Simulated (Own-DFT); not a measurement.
# Response to strain: 2H SiC, 32 atoms (C16Si16)

All numbers below are calculated, not measured. They come from Own-DFT, an in-house plane-wave density functional program, since retired, whose code no person has reviewed. Each row is one single-point run on a periodic cell that was not relaxed, without spin or spin-orbit coupling.

Settings of every run: PBE; PseudoDojo norm-conserving scalar-relativistic files; cutoff 42 hartree; 5 x 5 x 3 k mesh centred on Gamma; Fermi-Dirac smearing of 0.1 eV.

Known limits: forces on such cells passed a denser k mesh, each cell not checked; stress not checked against mesh or cutoff.

Unstrained cell vectors in Å: (6.165, 0.000, 0.000); (-3.083, 5.339, 0.000); (0.000, 0.000, 10.068). The unstrained cell has measured lattice constants (interpolated for alloys), not those of this functional. That, the random moves and any unrelaxed bonds set the pressure at no strain. Each run strains this cell uniformly, with the atoms carried along. Every atom was also moved at random, by a Gaussian of width 0.05 Å on each axis. Strain is the symmetric tensor, in per cent. Stress is positive in tension, and the pressure is minus a third of its trace.

```
run,e_xx (%),e_yy (%),e_zz (%),e_yz (%),e_xz (%),e_xy (%),s_xx (GPa),s_yy (GPa),s_zz (GPa),s_yz (GPa),s_xz (GPa),s_xy (GPa),P (GPa),E (meV/atom)
1,1.61,-0.64,0.56,0.80,-1.41,0.30,3.66,-7.73,-3.18,2.44,-4.55,0.49,2.42,20.3
2,1.24,-0.81,1.69,-1.03,1.55,0.12,2.47,-7.89,1.28,-4.55,5.73,2.40,1.38,34.1
3,0.69,-0.58,0.30,0.08,0.76,0.60,-1.00,-6.41,-5.85,0.76,0.98,2.65,4.42,5.6
4,0.44,1.83,-0.53,0.81,0.63,0.89,1.40,2.57,-9.28,1.86,1.77,3.28,1.77,8.4
5,-1.59,1.19,0.93,-0.28,1.45,1.12,-14.11,2.45,-3.95,0.38,3.97,7.00,5.20,37.0
6,-0.07,1.87,0.20,1.65,1.14,-1.83,-4.41,4.90,-4.36,5.92,4.33,-9.82,1.29,13.6
7,0.37,0.92,1.65,0.28,0.80,-0.79,0.62,2.69,-0.70,0.66,2.23,-5.40,-0.87,11.0
8,0.31,-1.54,0.12,0.32,-1.32,-1.62,-4.91,-10.28,-8.96,1.52,-4.58,-8.55,8.05,37.7
9,-1.90,0.87,1.49,1.79,-0.95,1.70,-12.72,1.44,-0.23,5.90,-3.28,7.47,3.84,5.8
10,0.60,1.33,-0.20,-0.94,1.04,-0.85,0.74,2.60,-7.48,-2.57,4.07,-2.73,1.38,8.4
11,-0.26,1.14,-0.40,-0.67,-1.25,1.95,-4.01,-0.77,-7.00,-3.28,-2.80,8.85,3.93,12.7
12,-1.49,-0.87,-1.46,1.98,-1.21,1.64,-12.47,-14.74,-19.33,6.42,-2.27,7.93,15.51,72.8
13,-1.27,1.94,-0.49,-1.48,-0.66,-1.50,-9.18,3.86,-7.82,-4.60,-3.48,-6.40,4.38,0.0
14,0.77,1.83,0.98,0.87,-1.34,1.14,0.47,8.76,-3.03,1.95,-3.51,4.08,-2.07,21.8
15,0.87,-1.96,-0.42,1.26,0.08,0.30,-3.85,-14.94,-9.50,3.03,0.79,-1.07,9.43,39.7
16,0.72,-1.95,-1.80,-0.27,0.41,-0.29,-3.30,-18.20,-19.74,-0.25,0.67,-3.08,13.75,62.0
17,-1.74,-1.56,0.57,-1.41,-0.52,-1.28,-18.31,-11.36,-6.42,-3.79,-0.18,-5.40,12.03,34.7
18,-1.25,-1.86,1.14,0.24,0.43,-0.31,?,?,?,?,?,?,?,?
```

E is the free energy for each atom above the lowest run shown.

## Worked fit

Each stress component was fitted by least squares to a constant and the strains of the runs shown, as fractions, with shears doubled. Shear strains stay in the fit of a normal stress only where such slopes are resolved. The slopes, in GPa:

```
stress  at no strain  per e_xx  per e_yy  per e_zz  scatter
  s_xx          -4.6  572 ± 33  135 ± 26   -1 ± 38     1.47
  s_yy          -5.0   33 ± 32  512 ± 25  197 ± 36     1.40
  s_zz          -7.9   61 ± 36   82 ± 29  514 ± 41     1.60
```

Each shear stress against twice its own strain: yz 164 ± 8, xz 154 ± 14, xy 248 ± 11 GPa. These are stiffnesses along x, y and z of the frame in which the cell vectors are given, which need not be the crystal's axes. The atoms are held to the strained lattice; where symmetry lets them move under strain, relaxing them would lower some slopes. The table should be nearly symmetric about its diagonal, and what it lacks of that shows the noise. A ninth of its sum, 234 ± 7 GPa, estimates the bulk modulus near the mean pressure of these runs, 5.0 GPa, so it lies above the value at zero pressure.

## Withheld run

Question: what normal stresses and pressure should run 18 give?

The fit gives s_xx = -14.3, s_yy = -12.7, s_zz = -4.3 and P = 10.4 GPa. The calculation gave -13.59, -14.48, -2.77 and P = 10.28 GPa.
